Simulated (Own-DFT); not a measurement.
Si$_{12}$O$_{23}$ (quartz with two neutral oxygen vacancies, atoms displaced) (calculated)

Computed with Own-DFT development build. A calculation, not a measurement: plane-wave PBE and HSE06 DFT by an unreviewed code, no spin, of a simulated cell at Gamma alone, so results move with cell size and shape, stress positive in tension, energies less offsets, not probed for a lower state with spin; oxygen file: force components 24 meV/angstrom off all-electron in a glass; k mesh not checked against a denser one; forces and stress are PBE's, HSE06 gives the energy alone, and its difference from PBE has offsets of its own; offsets are fitted by least squares, one for each functional and potential file, so energies compare only between cells with the same atoms and settings and are not formation energies; the far tail of each file's local potential was reset to the Coulomb form; each entry is a single point on an unrelaxed cell, so the pressure reflects the starting lattice, mostly measured values (interpolated for alloys), from which strain is counted, and rises with the displacements; printed positions are rounded, which can move forces by about a meV/angstrom; the program, named Own-DFT, is a retired in-house code; no spin-orbit coupling.

Common to all runs: first functional PBE; second functional HSE06; exact exchange share 0.25; screening 0.11 1/bohr; exchange divergence Gygi-Baldereschi; potential files PseudoDojo norm-conserving, scalar-relativistic, made for PBE, standard set; wave cutoff 48 hartree; occupations fixed; k mesh 1 x 1 x 1 centred on Gamma.

(1) 
```xyz
70
Lattice="9.8268 0.0000 0.0000 -4.9134 8.5103 0.0000 0.0000 0.0000 10.8104" Properties=species:S:1:pos:R:3:force_x:R:1:force_y:R:1:force_z:R:1 formula=Si12O23 PBE_energy_of_cell_above_offsets=-13.814 HSE06_less_PBE_above_offsets=0.101 PBE_pressure=10.84 PBE_stress_xx=-10.64 PBE_stress_yy=-10.55 PBE_stress_zz=-11.32 PBE_stress_yz=-1.63 PBE_stress_xz=-3.19 PBE_stress_xy=0.36
Si     2.2597     0.0100     0.0411      3.873     -3.349     -2.308
Si    -1.1599     2.0648     3.5306      1.271     -3.271      8.539
Si     1.3314     2.2655     1.7453      -0.52     -3.049      4.165
O      1.3773     1.0519     0.6781     -2.895      3.733      1.699
O      2.7443     2.5096     2.4842     -0.217     -0.251     -1.203
O      3.2728     0.5940     4.2980      2.721      2.381     -3.457
O     -1.0856     3.1305     4.7949     -0.437     -0.328     -1.338
O      0.2449     1.7796     3.0213      5.309      0.017     -3.742
O      0.8250     3.6142     1.2361     -2.448      3.078     -2.931
Si     2.3672     0.0047     5.3724     -4.557      0.452      3.117
Si    -1.1572     2.0437     9.0466     -1.617     -1.729     -5.482
Si     1.2618     2.3598     7.2538     -0.823      -5.32     -2.044
O      1.3312     1.2089     6.0369      1.475     -1.561     -0.384
O      2.6565     2.4382     7.8696      3.319      0.852      1.688
O      3.2761     0.6123     9.6745     -1.424     -2.194      1.481
O     -1.0502     3.0992    10.1436     -2.286       0.05      1.825
O      0.2736     1.7959     8.3692     -0.741     -0.384      1.199
O      0.7381     3.5794     6.5520      -1.41      4.991     -2.256
Si    -0.2089     4.1701     0.0005      3.972      3.384      1.909
Si     6.1708     6.2678     3.5433      4.528     -4.124      3.094
Si    -1.1314     6.4213     1.7084     -3.738       6.15      6.732
O     -1.0971     5.3374     0.7197      0.375     -5.628     -5.375
O      0.2770     6.7096     2.4321      0.812      0.717     -0.214
O      0.7603     4.9501     4.2357      1.507     -0.064      -1.35
O     -3.4934     7.3584     4.7011      0.398      1.331      1.391
O     -1.6387     7.9270     1.1572      0.704     -0.935       0.06
Si    -0.1078     4.2839     5.3291     -2.109     -1.283      3.014
Si    -3.5758     6.2761     8.9852     -1.305      -2.38      2.003
Si    -1.1555     6.5230     7.1508     -0.439     -1.689      1.142
O     -1.0872     5.4015     6.0059      0.293     -0.189     -0.391
O      0.2188     6.7289     7.9045      2.296      0.201      1.142
O      0.7199     4.7943     9.6440      0.803      1.713     -0.221
O     -3.5423     7.3682    10.1866     -0.334     -0.258     -0.491
O     -2.1643     5.9708     8.3446      0.823      0.054     -0.439
O     -1.6377     7.8889     6.5498     -0.461      1.221     -0.185
Si     7.1781     0.0938     0.0738      5.686     -7.735     -4.199
Si     3.7786     1.9944     3.5743     -0.451     -0.746      1.969
Si     6.2504     2.1686     1.8729     -1.536      3.877     -1.698
O      6.3574     1.1716     0.6155     -4.399      4.517      2.909
O      7.6800     2.4334     2.4953     -3.839      2.393     -5.058
O      8.1750     0.5910     4.1947     -0.794       0.56      0.103
O      3.8274     3.1499     4.6901      0.356      0.421      0.671
O      5.2677     1.7360     3.0190     -0.421     -0.855      0.161
O      5.6543     3.6399     1.1566      3.336     -4.126      4.162
Si     2.3098     8.4398     5.4177      -0.59      6.839     -3.731
Si     3.6426     1.9772     9.0490      4.103      1.571     -2.994
Si     6.2377     2.2096     7.2434     -3.499      0.646     -4.586
O      6.3169     1.1218     6.0718     -0.308     -0.828     -1.154
O      7.5734     2.4744     7.8172      8.117      0.865      4.589
O      8.1079     0.7026     9.6518     -0.841     -2.027      1.734
O      3.8404     3.1189    10.1470     -1.442      -1.31     -0.121
O      5.2161     1.7989     8.2899     -5.378     -1.621      4.578
O      5.7291     3.6551     6.6979     -1.781      1.674     -2.664
Si     4.8477     4.1504    10.7739     -5.487      3.331      2.721
Si     1.2865     6.3162     3.6081      2.789     -0.832      -1.37
Si     3.7498     6.5811     1.8257      4.353     -5.567     -2.568
O      3.8563     5.4243     0.5957      0.558     -0.223       0.66
O      5.2417     6.7544     2.4710     -3.466      2.061     -3.852
O      1.3885     7.3829     4.7959     -2.313     -2.414      -1.59
O      2.8442     5.9873     2.8925     -5.335      -0.77      4.633
O      3.2500     7.8505     1.2165     -3.055      6.397     -3.451
Si     4.7866     4.2967     5.3964       3.45     -1.192     -0.901
Si     1.3120     6.3137     9.0880     -0.276     -6.742     -6.397
Si     3.8173     6.4805     7.1397     -2.689       2.04      1.212
O      3.8026     5.3947     5.9831     -1.256      0.606      0.245
O      5.2264     6.6686     7.8410       0.23      0.959     -0.767
O      5.6378     4.8581     9.7308      4.679      3.872     -5.339
O      1.4217     7.3235    10.1440      0.845      6.341      6.163
O      2.8161     6.0057     8.3855     -1.194      0.592     -0.397
O      3.2322     7.9649     6.4715      5.132     -4.911       5.94
```

Units: PBE_energy_of_cell_above_offsets, HSE06_less_PBE_above_offsets in eV; PBE_pressure, PBE_stress_xx, PBE_stress_yy, PBE_stress_zz, PBE_stress_yz, PBE_stress_xz, PBE_stress_xy in GPa; force_x, force_y, force_z in eV/Å.

(2) 
```xyz
70
Lattice="9.8268 0.0000 0.0000 -4.9134 8.5103 0.0000 0.0000 0.0000 10.8104" Properties=species:S:1:pos:R:3:force_x:R:1:force_y:R:1:force_z:R:1 formula=Si12O23 PBE_energy_of_cell_above_offsets=-14.725 HSE06_less_PBE_above_offsets=0.201 PBE_pressure=9.38 PBE_stress_xx=-9.83 PBE_stress_yy=-9.81 PBE_stress_zz=-8.51 PBE_stress_yz=-1.01 PBE_stress_xz=-3.12 PBE_stress_xy=2.59
Si    -2.6289     8.4815     0.0115      0.984      1.108     -3.368
Si     8.6327     1.9038     3.5664      1.364      5.131     -0.653
Si     1.2635     2.1910     1.8143      4.352      3.508     -3.246
O      1.3196     1.1423     0.5617     -0.457      0.484      0.944
O      2.7907     2.5154     2.4241     -0.934     -0.361     -0.148
O      3.2457     0.6938     4.1883      -1.52     -2.106      2.528
O     -1.1343     3.0778     4.7794      0.896     -0.015     -0.232
O      0.3034     1.8244     2.9434     -2.702     -1.423      2.596
O      0.7774     3.7175     1.1479      2.575     -3.733      3.534
Si     2.2911     0.0570     5.4788      4.743     -3.896     -5.303
Si     8.6448     2.0303     9.0103      3.069     -0.905      0.841
Si     1.3440     2.3081     7.1119     -0.716     -2.803      5.442
O      1.3812     1.1510     5.9862     -2.527      3.001      1.858
O      2.7176     2.5508     7.9556     -5.267       2.27     -6.644
O      3.2961     0.6561     9.5724     -2.213     -2.434      2.149
O     -1.1089     3.0895    10.1491      0.528      2.374      2.098
O      0.3024     1.7526     8.4287      1.699      0.603     -2.895
O      0.7747     3.6436     6.6024     -0.261      2.041     -0.987
Si    -0.1274     4.2650     0.0493     -1.926     -2.425     -2.962
Si    -3.6262     6.3426     3.5201      1.833      -2.54      1.869
Si    -1.0991     6.4650     1.7991     -3.681      0.187     -1.172
O     -1.0912     5.3159     0.6272     -2.145      3.021       1.74
O      0.2795     6.6561     2.4698      2.806      0.831      1.179
O      0.7649     4.9011     4.2189      0.394     -0.581      0.967
O     -3.4041     7.3204     4.7455     -0.766      1.915      1.458
O     -2.1878     5.9671     2.9271      1.265      0.194     -0.992
O     -1.7193     7.8797     1.1481        1.9     -1.355      1.733
Si    -0.1145     4.2320     5.4094     -1.155      -0.96     -2.454
Si     6.1203     6.2324     8.9562      7.416     -0.582      6.103
Si    -1.1613     6.3949     7.1330     -0.887      4.844      5.745
O     -1.0214     5.3737     6.0534     -0.043     -3.237     -3.086
O      0.2602     6.7935     7.8967     -1.072      0.046     -1.685
O      0.7382     4.8867     9.7123      1.949      2.333     -2.664
O     -3.5290     7.2679    10.2491       -0.4      0.143     -0.894
O     -2.1446     6.0161     8.4132     -0.471     -0.117     -1.349
O     -1.5947     7.8090     6.4582     -0.322      0.632      0.597
Si     2.3359     8.4278    10.7571       2.95      6.478      4.011
Si     3.9065     2.0127     3.5926     -13.35      1.711      3.162
Si     6.2636     2.2324     1.7185     -5.114     -1.436     -3.891
O      7.6004     2.4352     2.4134      4.262      0.747      2.529
O      8.1744     0.6081     4.2078     -1.207     -4.013      2.181
O      3.8084     3.0867     4.7855     -0.151      1.105      0.844
O      5.1469     1.7822     2.9958      13.08     -1.455     -6.517
Si     2.3061     8.4887     5.3956      0.338        2.2      0.807
Si     3.6971     2.0785     8.9460        3.8     -3.153      5.176
Si     6.3172     2.3278     7.2139      -6.36     -2.127     -0.635
O      6.2881     1.1703     5.9879      0.497      0.342      0.763
O      7.6756     2.4623     7.8723      1.386      1.409     -0.919
O      8.1772     0.6537     9.6266     -1.002     -2.228      0.855
O      3.7474     3.0809    10.1589      1.278      3.334      2.474
O      5.1575     1.8270     8.4195      4.121      0.397     -3.032
O      5.6614     3.6541     6.5784      0.147      0.802     -0.493
Si     4.7952     4.2516     0.0492     -0.961     -2.942      0.345
Si     1.3718     6.2965     3.6706     -0.349     -3.977     -5.564
Si     3.7513     6.4824     1.7381      1.503      1.649      1.838
O      3.7609     5.4084     0.6443      0.696     -2.602     -2.564
O      5.1849     6.7685     2.4549     -1.571      1.302     -2.352
O      5.7355     4.9062     4.1489     -2.169     -1.422      2.253
O      1.3891     7.4052     4.6939     -0.244      2.278       2.87
O      2.8203     6.0321     2.9109      -2.86     -0.644      3.108
O      3.2426     7.8824     1.2235      -0.61      1.662     -1.613
Si     4.7043     4.2626     5.3849      2.656      1.089     -1.224
Si     1.2486     6.3139     9.0131      2.229     -2.951      0.251
Si     3.7624     6.5840     7.1463      1.218     -4.392      4.827
O      3.7883     5.4219     6.0762      0.343     -0.911     -1.542
O      5.1824     6.7376     7.9687     -5.218      3.065     -6.773
O      5.6821     4.9099     9.6757     -0.538     -2.075      0.418
O      1.4088     7.4221    10.1717     -3.491     -3.523     -1.741
O      2.8050     6.0664     8.3772     -1.944      0.087      0.638
O      3.1622     7.8608     6.6482     -1.674          5     -3.132
```

Units: PBE_energy_of_cell_above_offsets, HSE06_less_PBE_above_offsets in eV; PBE_pressure, PBE_stress_xx, PBE_stress_yy, PBE_stress_zz, PBE_stress_yz, PBE_stress_xz, PBE_stress_xy in GPa; force_x, force_y, force_z in eV/Å.
